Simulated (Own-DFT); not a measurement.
# Which defects push the lattice out? C11b WSi2

Calculated, not measured: single-point runs of Own-DFT, a retired in-house plane-wave DFT program that no person has reviewed, on unrelaxed cells, without spin or spin-orbit coupling.

Settings: PBE; PseudoDojo norm-conserving scalar-relativistic files; cutoff 50 hartree; 5 x 5 x 5 k mesh centred on Gamma; cold (Marzari-Vanderbilt) smearing of 0.2 eV.

Limits: forces on such cells failed a check on a denser k mesh; stress not checked against mesh or cutoff.

All runs share one cell, with vectors in Å (-2.148, -5.953, 3.409); (-6.444, 2.976, 1.136); (-2.553, -2.948, -6.757) and a volume of 403.2 Å³. Atoms were moved at random from their sites; u is the rms move along one axis. The defect's site can differ from row to row.

| cell | formula | u (Å) | P (GPa) |
|---|---|---|---|
| no defect | Si20W10 | 0.0243 | 4.46 |
| no defect | Si20W10 | 0.0436 | 5.30 |
| no defect | Si20W10 | 0.0507 | 5.80 |
| one Si vacancy | Si19W10 | 0.0279 | 2.89 |
| one Si vacancy | Si19W10 | 0.0478 | 4.36 |
| one Si vacancy | Si19W10 | 0.0480 | 4.38 |
| one Si on a W site | Si21W9 | 0.0282 | 6.03 |
| one Si on a W site | Si21W9 | 0.0316 | 6.41 |
| one Si on a W site | Si21W9 | 0.0456 | 6.36 |
| one Si on a W site | Si21W9 | 0.0510 | ? |
| one W on a Si site | Si19W11 | 0.0249 | 9.80 |
| one W on a Si site | Si19W11 | 0.0522 | 11.50 |
| one W on a Si site | Si19W11 | 0.0542 | 11.47 |
| one W vacancy | Si20W9 | 0.0276 | 3.30 |
| one W vacancy | Si20W9 | 0.0337 | 4.09 |
| one W vacancy | Si20W9 | 0.0563 | 5.17 |

## Working it out

P = P0 + c u² + a shift for each defect gives P0 = 4.00 GPa, c = 701 ± 79 GPa/Å² and a scatter of 0.26 GPa. The shifts, and each times the cell's volume:

- one W on a Si site: 5.45 ± 0.22 GPa, 13.7 eV
- one Si on a W site: 1.36 ± 0.22 GPa, 3.4 eV
- one W vacancy: -1.00 ± 0.21 GPa, -2.5 eV
- one Si vacancy: -1.38 ± 0.21 GPa, -3.5 eV

Positive is outwards. The product with the volume (160.2 GPa Å³ to the eV) is nearly free of the cell's size; divided by the bulk modulus at the cell's pressure it gives the volume that the defect adds. The atoms around the defects weren't relaxed, which would change these numbers.

## The run left out

Question: what pressure belongs in the blank (one Si on a W site, u = 0.0510 Å)?

The fit gives 7.19 ± 0.32 GPa. DFT gave 7.29 GPa.
